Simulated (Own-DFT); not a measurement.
# Computed records: Hf36O71 (tetragonal hafnia with one neutral oxygen vacancy, atoms displaced)

Computed with Own-DFT development build. A calculation, not a measurement: plane-wave PBE and HSE06 DFT by an unreviewed code, no spin, of a simulated cell at Gamma alone, so results move with cell size and shape, stress positive in tension, energies less offsets, not probed for a lower state with spin; hafnium file: forces about 75 meV/angstrom off all-electron values; oxygen file: force components 24 meV/angstrom off all-electron in a glass; k mesh not checked against a denser one; forces and stress are PBE's, HSE06 gives the energy alone, and its difference from PBE has offsets of its own; offsets are fitted by least squares, one for each functional and potential file, so energies compare only between cells with the same atoms and settings and are not formation energies; the far tail of each file's local potential was reset to the Coulomb form; each entry is a single point on an unrelaxed cell, so the pressure reflects the starting lattice, taken from the Materials Project, from which strain is counted, and rises with the displacements; printed positions are rounded, which can move forces by about a meV/angstrom; the program is a retired in-house code; no spin-orbit coupling.

Settings shared by all entries: first functional PBE; second functional HSE06; exact exchange share 0.25; screening 0.11 1/bohr; exchange divergence Gygi-Baldereschi; potential files PseudoDojo norm-conserving, scalar-relativistic, made for PBE, standard set; wave cutoff 48 hartree; occupations fixed; k mesh 1 x 1 x 1 centred on Gamma.

(1) 
```cif
# cell vector a (Å): 10.7800 0.0000 0.0000
# cell vector b (Å): 0.0000 10.7800 0.0000
# cell vector c (Å): 0.0000 0.0000 10.4493
data_Hf36O71
_symmetry_space_group_name_H-M 'P 1'
_symmetry_Int_Tables_number 1
_cell_length_a 10.7800
_cell_length_b 10.7800
_cell_length_c 10.4493
_cell_angle_alpha 90.000
_cell_angle_beta 90.000
_cell_angle_gamma 90.000
_cell_volume 1214.30
loop_
_atom_site_label
_atom_site_type_symbol
_atom_site_fract_x
_atom_site_fract_y
_atom_site_fract_z
_atom_site_occupancy
Hf1 Hf 0.99495 0.00418 0.99861 1
Hf2 Hf 0.16172 0.16774 0.25796 1
O1 O 0.00475 0.16200 0.14594 1
O2 O 0.16214 0.99668 0.35486 1
O3 O 0.00502 0.16362 0.40184 1
O4 O 0.16940 0.00250 0.09664 1
Hf3 Hf 0.99948 0.00288 0.50115 1
Hf4 Hf 0.15600 0.16253 0.74812 1
O5 O 0.00320 0.16635 0.65303 1
O6 O 0.16187 0.99983 0.84848 1
O7 O 0.99995 0.15429 0.90572 1
O8 O 0.16644 0.99764 0.59848 1
Hf5 Hf 0.99612 0.33677 0.00327 1
Hf6 Hf 0.16453 0.50699 0.24275 1
O9 O 0.00087 0.50891 0.16152 1
O10 O 0.16143 0.34127 0.34264 1
O11 O 0.00444 0.50257 0.40858 1
O12 O 0.16024 0.32881 0.09325 1
Hf7 Hf 0.00153 0.32994 0.49805 1
Hf8 Hf 0.17446 0.50273 0.75062 1
O13 O 0.99503 0.50177 0.65204 1
O14 O 0.17045 0.32561 0.85083 1
O15 O 0.00201 0.50055 0.90062 1
O16 O 0.16645 0.33599 0.59472 1
Hf9 Hf 0.00754 0.66298 0.99924 1
Hf10 Hf 0.17288 0.83018 0.24114 1
O17 O 0.99660 0.83429 0.15210 1
O18 O 0.16987 0.66522 0.34550 1
O19 O 0.99689 0.83217 0.40016 1
O20 O 0.15958 0.66632 0.09150 1
Hf11 Hf 0.99741 0.66962 0.49747 1
Hf12 Hf 0.17179 0.83270 0.75206 1
O21 O 0.99476 0.83627 0.65739 1
O22 O 0.15649 0.66621 0.84751 1
O23 O 0.99938 0.83083 0.91126 1
O24 O 0.16789 0.66898 0.59670 1
Hf13 Hf 0.32613 0.99926 0.00980 1
Hf14 Hf 0.51221 0.16676 0.24272 1
O25 O 0.34258 0.16430 0.15947 1
O26 O 0.50303 0.00289 0.35067 1
O27 O 0.33387 0.17295 0.39663 1
O28 O 0.49469 0.00376 0.09416 1
Hf15 Hf 0.33726 0.99681 0.50213 1
Hf16 Hf 0.50775 0.16627 0.75227 1
O29 O 0.33234 0.16391 0.64745 1
O30 O 0.49975 0.00186 0.83926 1
O31 O 0.33423 0.16377 0.89578 1
O32 O 0.50519 0.99810 0.59287 1
Hf17 Hf 0.33549 0.33034 0.99778 1
Hf18 Hf 0.49853 0.49615 0.24043 1
O33 O 0.33253 0.49788 0.15272 1
O34 O 0.50151 0.34082 0.34994 1
O35 O 0.32687 0.49862 0.40449 1
O36 O 0.49803 0.32943 0.09540 1
Hf19 Hf 0.33980 0.33168 0.49338 1
Hf20 Hf 0.49847 0.50132 0.75248 1
O37 O 0.32886 0.50377 0.66198 1
O38 O 0.49976 0.33081 0.84606 1
O39 O 0.33634 0.49846 0.89798 1
O40 O 0.49894 0.32846 0.60268 1
Hf21 Hf 0.33120 0.66109 0.99879 1
Hf22 Hf 0.49900 0.82941 0.25056 1
O41 O 0.33106 0.83822 0.15068 1
O42 O 0.49828 0.67072 0.35195 1
O43 O 0.33545 0.83117 0.39478 1
O44 O 0.50494 0.67007 0.10115 1
Hf23 Hf 0.33049 0.67176 0.49658 1
Hf24 Hf 0.50964 0.83703 0.75106 1
O45 O 0.32998 0.82934 0.65635 1
O46 O 0.49814 0.65678 0.84779 1
O47 O 0.33406 0.82761 0.90585 1
O48 O 0.50044 0.67495 0.59805 1
Hf25 Hf 0.66865 0.00740 0.99399 1
Hf26 Hf 0.83876 0.16462 0.24325 1
O49 O 0.66720 0.17299 0.15036 1
O50 O 0.83423 0.99414 0.35015 1
O51 O 0.83174 0.99748 0.09915 1
Hf27 Hf 0.67351 0.00235 0.50008 1
Hf28 Hf 0.82982 0.16724 0.75109 1
O52 O 0.67135 0.16338 0.64681 1
O53 O 0.83175 0.99864 0.84488 1
O54 O 0.67202 0.16107 0.90703 1
O55 O 0.83378 0.00588 0.59320 1
Hf29 Hf 0.67267 0.33609 0.00305 1
Hf30 Hf 0.83562 0.50371 0.24856 1
O56 O 0.66713 0.49847 0.15532 1
O57 O 0.84073 0.32816 0.34537 1
O58 O 0.66907 0.50089 0.39346 1
O59 O 0.82500 0.33314 0.09745 1
Hf31 Hf 0.67255 0.34238 0.49680 1
Hf32 Hf 0.82760 0.50068 0.74562 1
O60 O 0.66212 0.49758 0.64898 1
O61 O 0.83290 0.33518 0.85570 1
O62 O 0.67346 0.49737 0.90359 1
O63 O 0.83531 0.33426 0.58912 1
Hf33 Hf 0.66652 0.67083 0.00315 1
Hf34 Hf 0.83410 0.83267 0.25841 1
O64 O 0.66625 0.82706 0.15524 1
O65 O 0.83053 0.65749 0.34655 1
O66 O 0.66422 0.83902 0.40497 1
O67 O 0.82898 0.66672 0.09873 1
Hf35 Hf 0.66276 0.66156 0.50003 1
Hf36 Hf 0.84127 0.83213 0.74827 1
O68 O 0.66590 0.83224 0.64865 1
O69 O 0.82866 0.66908 0.84482 1
O70 O 0.66856 0.82946 0.89972 1
O71 O 0.82912 0.66630 0.59270 1
_calc_PBE_energy_of_cell_above_offsets '-97.204'  # eV
_calc_HSE06_less_PBE_above_offsets '0.030'  # eV
_calc_PBE_pressure 2.56  # GPa
_calc_PBE_stress_xx -3.65  # GPa
_calc_PBE_stress_yy -0.93  # GPa
_calc_PBE_stress_zz -3.08  # GPa
_calc_PBE_stress_yz 0.42  # GPa
_calc_PBE_stress_xz 0.5  # GPa
_calc_PBE_stress_xy 0.08  # GPa
```

Force:
```csv
element,x (eV/Å),y (eV/Å),z (eV/Å)
Hf,0.907,-2.922,1.199
Hf,2.02,-0.019,-0.198
O,-0.981,0.312,0.658
O,0.43,-0.104,-1.134
O,-0.089,0.269,-0.564
O,-1.687,-0.208,1.095
Hf,0.933,-1.235,-0.364
Hf,3.823,0.498,0.646
O,-2.47,0.123,-0.739
O,0.284,-0.79,-0.025
O,-0.544,3.787,-1.41
O,-0.164,-0.231,0.059
Hf,0.813,-0.621,-1.432
Hf,0.9,-1.475,2.449
O,-0.72,-0.708,-1.857
O,-0.289,-1.019,-0.392
O,-0.412,-0.116,-0.53
O,0.829,0.53,0.313
Hf,1.126,1.691,0.015
Hf,-2.814,-1.648,-0.187
O,0.44,0.048,0.684
O,-0.621,1.071,-0.53
O,-0.224,-0.891,0.969
O,0.135,-0.091,-0.106
Hf,-3.766,1.06,-1.105
Hf,-2.328,1.249,1.709
O,0.862,-0.18,0.767
O,-0.024,0.997,-0.48
O,-0.245,-0.015,0.601
O,3.144,0.002,1.558
Hf,0.254,-1.07,0.76
Hf,-0.848,0.579,0.122
O,2.027,-0.144,-0.995
O,0.904,0.013,0.258
O,-0.261,0.396,-0.823
O,-0.793,0.156,-0.049
Hf,1.375,0.97,-2.145
Hf,-2.559,-0.377,2.173
O,-2.063,0.321,-0.852
O,0.061,0.108,-0.903
O,-0.576,-1.179,0.527
O,1.932,-0.198,-0.033
Hf,-0.085,1.71,-0.232
Hf,-2.605,0.639,-1.651
O,0.201,-0.402,0.479
O,0.726,-0.561,0.838
O,0.332,-0.028,1.47
O,-0.505,-0.263,0.533
Hf,-1.142,-1.661,-0.759
Hf,0.587,0.691,1.706
O,-0.296,0.483,-1.122
O,0.442,-0.896,-0.487
O,0.528,0.885,-0.007
O,0.818,0.785,0.238
Hf,-0.582,-0.51,1.21
Hf,-0.324,-1.192,-0.626
O,2.11,0.207,-1.385
O,0.364,0.381,0.632
O,-0.658,0.029,0.996
O,0.788,0.404,-0.897
Hf,1.372,0.672,-0.538
Hf,1.076,1.014,0.428
O,0.8,-0.74,-0.464
O,0.119,-1.448,-0.593
O,-0.305,0.686,0.465
O,-2.058,-0.417,-0.234
Hf,0.571,-1.036,0.321
Hf,-0.56,-1.08,-0.467
O,1.301,0.545,-0.64
O,0.165,1.902,0.668
O,-0.358,0.195,0.073
O,-0.532,-0.716,-0.035
Hf,-0.748,-3.562,1.598
Hf,-0.716,-0.412,1.142
O,1.783,-0.6,-0.348
O,-0.06,1.966,-0.232
O,-0.695,0.736,-0.093
Hf,-1.327,0.347,-1.017
Hf,0.65,-0.176,-0.318
O,-0.05,0.379,0.688
O,-0.094,0.359,0.109
O,-0.042,2.542,-1.664
O,0.725,-0.054,0.971
Hf,-2.015,0.547,-1.123
Hf,-1.041,-0.59,0.516
O,-0.313,-0.422,-0.841
O,-0.352,0.406,-0.435
O,0.023,-0.179,0.811
O,2.958,-0.104,1.056
Hf,-1.463,-1.339,-0.398
Hf,1.174,0.816,0.625
O,0.318,0.13,-0.368
O,0.158,-0.916,-1.186
O,-0.419,0.402,-0.028
O,-0.358,-0.11,1.302
Hf,0.973,-0.169,-0.437
Hf,-0.181,-0.976,-1.34
O,0,0.428,0.121
O,0.318,1.91,0.572
O,0.422,-1.518,-0.207
O,1.015,-0.625,-0.203
Hf,-0.279,1.501,-0.489
Hf,-2.342,-0.683,0.901
O,1.204,0.291,0.623
O,0.342,-0.814,-0.42
O,-0.908,1.253,0.207
O,0.336,0.018,0.274
```

(2) 
```cif
# cell vector a (Å): 10.7800 0.0000 0.0000
# cell vector b (Å): 0.0000 10.7800 0.0000
# cell vector c (Å): 0.0000 0.0000 10.4493
data_Hf36O71
_symmetry_space_group_name_H-M 'P 1'
_symmetry_Int_Tables_number 1
_cell_length_a 10.7800
_cell_length_b 10.7800
_cell_length_c 10.4493
_cell_angle_alpha 90.000
_cell_angle_beta 90.000
_cell_angle_gamma 90.000
_cell_volume 1214.30
loop_
_atom_site_label
_atom_site_type_symbol
_atom_site_fract_x
_atom_site_fract_y
_atom_site_fract_z
_atom_site_occupancy
Hf1 Hf 0.99837 0.99401 0.00144 1
Hf2 Hf 0.17541 0.16492 0.23747 1
O1 O 0.99117 0.15759 0.16984 1
O2 O 0.17535 0.98765 0.35089 1
O3 O 0.99863 0.16353 0.40199 1
O4 O 0.16534 0.00296 0.08446 1
Hf3 Hf 0.99401 0.00904 0.50430 1
Hf4 Hf 0.16644 0.16843 0.74715 1
O5 O 0.99710 0.17110 0.65420 1
O6 O 0.16501 0.99815 0.84336 1
O7 O 0.00004 0.15991 0.89145 1
O8 O 0.16975 0.99321 0.60495 1
Hf5 Hf 0.99056 0.32217 0.01455 1
Hf6 Hf 0.15270 0.49898 0.25215 1
O9 O 0.99162 0.49966 0.14868 1
O10 O 0.17135 0.33724 0.36293 1
O11 O 0.99964 0.48483 0.40233 1
O12 O 0.16653 0.32212 0.08943 1
Hf7 Hf 0.99878 0.34394 0.50601 1
Hf8 Hf 0.15845 0.49020 0.75195 1
O13 O 0.00359 0.48628 0.64012 1
O14 O 0.17382 0.33977 0.84394 1
O15 O 0.00434 0.49570 0.90436 1
O16 O 0.16361 0.33005 0.59468 1
Hf9 Hf 0.99918 0.67565 0.00160 1
Hf10 Hf 0.17547 0.83410 0.26255 1
O17 O 0.99642 0.82613 0.15419 1
O18 O 0.17292 0.66757 0.35095 1
O19 O 0.99371 0.82655 0.41087 1
O20 O 0.15050 0.67268 0.09565 1
Hf11 Hf 0.00083 0.66002 0.50590 1
Hf12 Hf 0.17017 0.84600 0.75693 1
O21 O 0.00428 0.83120 0.65225 1
O22 O 0.16478 0.66904 0.84052 1
O23 O 0.99325 0.83473 0.90134 1
O24 O 0.16463 0.67495 0.60897 1
Hf13 Hf 0.33622 0.97742 0.00572 1
Hf14 Hf 0.48946 0.15551 0.26060 1
O25 O 0.34194 0.16503 0.15016 1
O26 O 0.51135 0.00351 0.34109 1
O27 O 0.32204 0.16798 0.39251 1
O28 O 0.47821 0.99978 0.10114 1
Hf15 Hf 0.34370 0.98352 0.50910 1
Hf16 Hf 0.49793 0.16997 0.73257 1
O29 O 0.33541 0.16985 0.65201 1
O30 O 0.33351 0.16603 0.90499 1
O31 O 0.50949 0.99463 0.59755 1
Hf17 Hf 0.33680 0.31663 0.01103 1
Hf18 Hf 0.48296 0.49691 0.25810 1
O32 O 0.32913 0.49271 0.15526 1
O33 O 0.49221 0.33709 0.34384 1
O34 O 0.33209 0.50899 0.41359 1
O35 O 0.49378 0.33626 0.09999 1
Hf19 Hf 0.33485 0.34102 0.49223 1
Hf20 Hf 0.50120 0.50008 0.76079 1
O36 O 0.34718 0.49261 0.66101 1
O37 O 0.51594 0.33674 0.82384 1
O38 O 0.33802 0.50048 0.91029 1
O39 O 0.50500 0.33099 0.59717 1
Hf21 Hf 0.33231 0.66946 0.99936 1
Hf22 Hf 0.50865 0.84194 0.25696 1
O40 O 0.32928 0.83393 0.14828 1
O41 O 0.50958 0.65745 0.33895 1
O42 O 0.32653 0.83998 0.39296 1
O43 O 0.50365 0.66194 0.10221 1
Hf23 Hf 0.33581 0.68102 0.50308 1
Hf24 Hf 0.49518 0.81954 0.75145 1
O44 O 0.33581 0.82616 0.65778 1
O45 O 0.49345 0.66411 0.84398 1
O46 O 0.34310 0.83468 0.89543 1
O47 O 0.48918 0.65420 0.58958 1
Hf25 Hf 0.67677 0.00410 0.00347 1
Hf26 Hf 0.83022 0.18281 0.24049 1
O48 O 0.68030 0.17256 0.15594 1
O49 O 0.83905 0.00130 0.35153 1
O50 O 0.67147 0.16978 0.39673 1
O51 O 0.84002 0.99618 0.09227 1
Hf27 Hf 0.67417 0.00652 0.50106 1
Hf28 Hf 0.82341 0.15801 0.74210 1
O52 O 0.66376 0.17363 0.67017 1
O53 O 0.83595 0.02104 0.85998 1
O54 O 0.67875 0.15616 0.90440 1
O55 O 0.82667 0.01055 0.61144 1
Hf29 Hf 0.67208 0.33163 0.00244 1
Hf30 Hf 0.82720 0.50418 0.25409 1
O56 O 0.65598 0.49179 0.14910 1
O57 O 0.82021 0.34044 0.33784 1
O58 O 0.66508 0.49322 0.39653 1
O59 O 0.83290 0.32996 0.08470 1
Hf31 Hf 0.66267 0.33012 0.49429 1
Hf32 Hf 0.82937 0.50435 0.74232 1
O60 O 0.66844 0.51330 0.65925 1
O61 O 0.83397 0.33884 0.84128 1
O62 O 0.65418 0.51032 0.90075 1
O63 O 0.82847 0.34057 0.60333 1
Hf33 Hf 0.67116 0.66817 0.99867 1
Hf34 Hf 0.83223 0.83311 0.26022 1
O64 O 0.65975 0.83300 0.14921 1
O65 O 0.82539 0.66698 0.34447 1
O66 O 0.67406 0.83848 0.39298 1
O67 O 0.84442 0.65534 0.08654 1
Hf35 Hf 0.67047 0.67212 0.50113 1
Hf36 Hf 0.83788 0.84317 0.74050 1
O68 O 0.66539 0.82593 0.64393 1
O69 O 0.82656 0.66002 0.83786 1
O70 O 0.65827 0.83472 0.90347 1
O71 O 0.83602 0.66381 0.59058 1
_calc_PBE_energy_of_cell_above_offsets '-86.542'  # eV
_calc_HSE06_less_PBE_above_offsets '0.577'  # eV
_calc_PBE_pressure 6.82  # GPa
_calc_PBE_stress_xx -7.79  # GPa
_calc_PBE_stress_yy -5.89  # GPa
_calc_PBE_stress_zz -6.76  # GPa
_calc_PBE_stress_yz 0.08  # GPa
_calc_PBE_stress_xz -2.15  # GPa
_calc_PBE_stress_xy 0.53  # GPa
```

Force:
```csv
element,x (eV/Å),y (eV/Å),z (eV/Å)
Hf,0.355,1.062,-1.198
Hf,-0.954,-0.041,2.269
O,2.913,0.806,-2.748
O,-0.941,3.132,0.114
O,0.233,0.754,0.956
O,0.183,0.59,2.013
Hf,1.6,-0.048,-1.111
Hf,-0.242,0.963,1.011
O,0.172,-1.09,-0.9
O,0.1,1.685,1.347
O,0.972,1.294,2.333
O,0.485,0.341,-1.253
Hf,3.441,1.265,-5.579
Hf,1.407,0.21,-0.36
O,0.973,-1.356,1.385
O,-0.166,-0.155,-2.852
O,-0.329,4.622,-2.374
O,-0.951,-0.724,2.343
Hf,0.095,-4.723,1.204
Hf,1.814,2.202,0.354
O,-0.866,1.757,0.826
O,0.078,-2.845,0.376
O,0.13,0.052,0.124
O,1.155,-0.045,0.725
Hf,0.851,-2.05,-2.505
Hf,-2.679,-1.758,-2.836
O,0.101,1.011,0.826
O,-0.744,-0.875,0.039
O,-0.231,0.621,-0.15
O,3.79,-0.708,1.086
Hf,2.136,0.856,-0.094
Hf,-1.001,-3.679,-1.54
O,-1.779,0.763,0.501
O,0.429,0.479,1.12
O,-0.428,0.667,-0.964
O,0.281,-0.74,-2.259
Hf,-2.26,3.438,-2.574
Hf,0.651,4.861,-2.267
O,-1.769,0.366,0.161
O,-0.153,-1.841,3.276
O,1.566,-1.552,0.465
O,5.73,0.364,1.891
Hf,-2.932,3.305,0.683
Hf,-1.848,0.197,3.978
O,-0.866,-0.625,-1.46
O,0.436,-1.254,-0.556
O,-0.304,0.426,-0.814
Hf,-0.416,2.471,-2.499
Hf,1.776,0.705,-2.725
O,-2.357,0.61,0.733
O,-0.134,-2.677,1.52
O,0.316,0.129,-0.682
O,2.047,-0.976,-0.462
Hf,-0.607,-0.108,1.898
Hf,-0.18,0.391,-1.592
O,-3.256,-0.519,-0.804
O,0.158,-3.346,3.029
O,0.177,-0.195,0.672
O,-0.117,-0.636,-1.95
Hf,0.027,-2.599,0.187
Hf,-0.38,-3.959,-2.786
O,0.484,-0.671,0.505
O,-0.174,3.917,1.752
O,2.51,-1.094,1.023
O,-1.238,0.724,-1.343
Hf,-2.504,-2.989,0.279
Hf,2.14,1.866,0.748
O,-0.126,1.05,-2.14
O,-0.15,1.385,1.366
O,-0.226,-1.632,-0.401
O,2.814,1.541,0.258
Hf,-1.179,-1.156,-0.7
Hf,1.32,-1.628,4.231
O,-4.922,-1.026,-2.215
O,-0.607,0.163,0.45
O,-0.58,-1.104,1.183
O,-1.458,-0.4,1.661
Hf,-0.283,-0.681,-1.322
Hf,3.35,4.299,3.113
O,-0.102,-0.634,-4.173
O,-0.094,-5.065,-0.687
O,-1.542,2.217,0.706
O,0.499,-1.422,-0.937
Hf,-3.024,1.472,-2.14
Hf,-1.839,0.322,-1.849
O,2.066,-0.074,0.571
O,0.847,-0.835,0.576
O,0.302,1.075,1.463
O,-1.149,-0.193,3.026
Hf,0.798,2.186,0.838
Hf,0.912,-2.146,1.188
O,-1.086,0.374,-1.613
O,-0.779,-0.676,0.84
O,0.974,-1.535,1.103
O,-0.723,-0.625,-2.049
Hf,-0.684,-0.836,0.474
Hf,1.309,1.202,-1.585
O,1.452,0.575,0.574
O,0.041,-0.447,0.694
O,-1.051,0.359,1.3
O,-3.969,0.363,1.686
Hf,-1.563,-2.083,-0.318
Hf,-0.214,-1.58,2.22
O,0.732,-0.062,0.076
O,0.242,3.098,0.183
O,0.468,0.78,-0.445
O,0.312,0.35,0.285
```
